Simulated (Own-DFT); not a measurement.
# How strain changes the stress of 2H SiC, 72 atoms (C36Si36)

Calculated results; nothing here was measured. The program, named Own-DFT, is a retired in-house plane-wave density functional code that no person has reviewed. Each row is one single-point run on a periodic cell that was not relaxed, without spin or spin-orbit coupling.

Settings of every run: PBE; PseudoDojo norm-conserving scalar-relativistic files; cutoff 42 hartree; 4 x 4 x 3 k mesh centred on Gamma; Fermi-Dirac smearing of 0.1 eV.

Known limits: forces on such cells passed a denser k mesh, each cell not checked; stress not checked against mesh or cutoff.

Unstrained cell vectors in Å: (9.248, 0.000, 0.000); (-4.624, 8.009, 0.000); (0.000, 0.000, 10.068). The unstrained cell has measured lattice constants (interpolated for alloys), not those of this functional. That, the random moves and any unrelaxed bonds set the pressure at no strain. Each run strains this cell uniformly, with the atoms carried along. Every atom was also moved at random, by a Gaussian of width 0.05 Å on each axis. Strain is the symmetric tensor, in per cent. Stress is positive in tension, and the pressure is minus a third of its trace.

| run | e_xx (%) | e_yy (%) | e_zz (%) | e_yz (%) | e_xz (%) | e_xy (%) | s_xx (GPa) | s_yy (GPa) | s_zz (GPa) | s_yz (GPa) | s_xz (GPa) | s_xy (GPa) | P (GPa) | E (meV/atom) |
|---|---|---|---|---|---|---|---|---|---|---|---|---|---|---|
| 1 | -0.16 | 0.96 | 1.24 | -1.32 | -1.20 | 0.73 | -4.91 | 2.28 | 0.70 | -4.35 | -3.09 | 3.47 | 0.65 | 3.2 |
| 2 | -0.24 | -0.23 | 0.69 | -1.02 | -0.09 | -0.66 | -3.04 | -5.76 | -4.61 | -4.51 | -0.61 | -2.10 | 4.47 | 0.0 |
| 3 | -0.27 | -0.85 | -0.81 | 1.94 | -0.59 | 1.73 | -5.95 | -10.59 | -12.54 | 6.91 | -2.08 | 8.02 | 9.69 | 16.9 |
| 4 | 0.55 | 0.61 | -1.23 | 1.76 | -1.72 | 0.12 | -1.45 | -1.12 | -15.09 | 6.76 | -5.35 | 0.17 | 5.89 | 27.0 |
| 5 | 1.69 | 1.23 | -0.57 | 0.73 | 0.87 | -1.94 | 4.07 | 3.31 | -8.97 | 2.40 | 2.23 | -7.69 | 0.53 | 18.7 |
| 6 | -0.59 | 1.20 | -1.93 | 1.55 | -1.62 | -0.79 | -6.16 | 1.39 | -23.35 | 4.38 | -4.38 | -3.97 | 9.37 | 51.4 |
| 7 | -1.36 | 1.59 | 1.56 | -0.38 | -1.40 | 1.74 | -11.80 | 2.72 | 1.77 | -1.01 | -5.44 | 8.60 | 2.44 | 34.1 |
| 8 | -1.88 | 0.06 | -1.02 | 0.85 | 1.95 | 0.93 | -16.36 | -6.13 | -15.27 | 2.53 | 6.34 | 4.94 | 12.58 | 40.8 |
| 9 | 0.13 | 0.99 | 0.20 | 0.39 | 0.19 | -1.94 | -3.04 | -0.15 | -5.26 | 1.71 | 0.81 | -9.18 | 2.82 | 9.8 |
| 10 | -1.12 | 0.22 | 1.15 | 1.22 | -1.79 | 1.02 | -12.14 | -2.56 | -0.15 | 3.15 | -5.41 | 4.90 | 4.95 | 23.9 |
| 11 | 0.61 | 0.32 | -1.28 | 1.23 | 1.96 | -0.14 | 0.57 | -3.14 | -15.49 | 4.84 | 5.82 | -1.23 | 6.02 | 12.1 |
| 12 | -0.03 | -1.10 | -0.61 | -0.96 | 0.24 | 0.92 | -4.59 | -10.83 | -12.71 | -3.09 | 0.47 | 4.63 | 9.38 | 18.9 |
| 13 | 0.62 | -0.99 | 1.39 | -1.49 | 1.29 | -1.39 | -1.97 | -8.81 | 0.87 | -3.83 | 3.97 | -4.88 | 3.31 | 21.2 |
| 14 | -1.48 | -1.31 | 1.96 | 1.25 | -0.61 | -0.73 | -14.95 | -11.24 | 3.18 | 3.97 | -3.00 | -2.17 | 7.67 | 30.9 |
| 15 | -1.81 | -1.19 | 1.89 | -0.27 | 1.37 | 1.28 | -16.43 | -10.67 | 1.69 | -0.60 | 5.16 | 6.47 | 8.47 | 39.5 |
| 16 | -1.89 | 1.72 | 1.48 | -1.79 | 1.61 | -1.91 | -14.67 | 2.84 | 1.13 | -5.41 | 3.98 | -10.84 | 3.57 | 53.8 |
| 17 | -0.12 | 0.03 | 0.05 | 1.37 | 0.85 | -1.24 | ? | ? | ? | ? | ? | ? | ? | ? |

E is the free energy for each atom above the lowest run shown.

## Worked fit

Each stress component was fitted by least squares to a constant and the strains of the runs shown, as fractions, with shears doubled. Shear strains stay in the fit of a normal stress only where such slopes are resolved. The slopes, in GPa:

| stress | at no strain | per e_xx | per e_yy | per e_zz | scatter |
|---|---|---|---|---|---|
| s_xx | -4.5 | 580 ± 35 | 46 ± 32 | -27 ± 29 | 1.28 |
| s_yy | -4.5 | 77 ± 23 | 521 ± 21 | 47 ± 19 | 0.83 |
| s_zz | -7.9 | 98 ± 30 | 43 ± 27 | 669 ± 24 | 1.08 |

Each shear stress against twice its own strain: yz 170 ± 10, xz 154 ± 9, xy 234 ± 11 GPa. These are stiffnesses along x, y and z of the frame in which the cell vectors are given, which need not be the crystal's axes. The atoms are held to the strained lattice; where symmetry lets them move under strain, relaxing them would lower some slopes. The table should be nearly symmetric about its diagonal, and what it lacks of that shows the noise. A ninth of its sum, 228 ± 8 GPa, estimates the bulk modulus near the mean pressure of these runs, 5.7 GPa, so it lies above the value at zero pressure.

## Withheld run

Question: what normal stresses and pressure should run 17 give?

The fit gives s_xx = -5.2, s_yy = -4.4, s_zz = -7.7 and P = 5.7 GPa. The calculation gave -5.99, -4.90, -6.81 and P = 5.90 GPa.
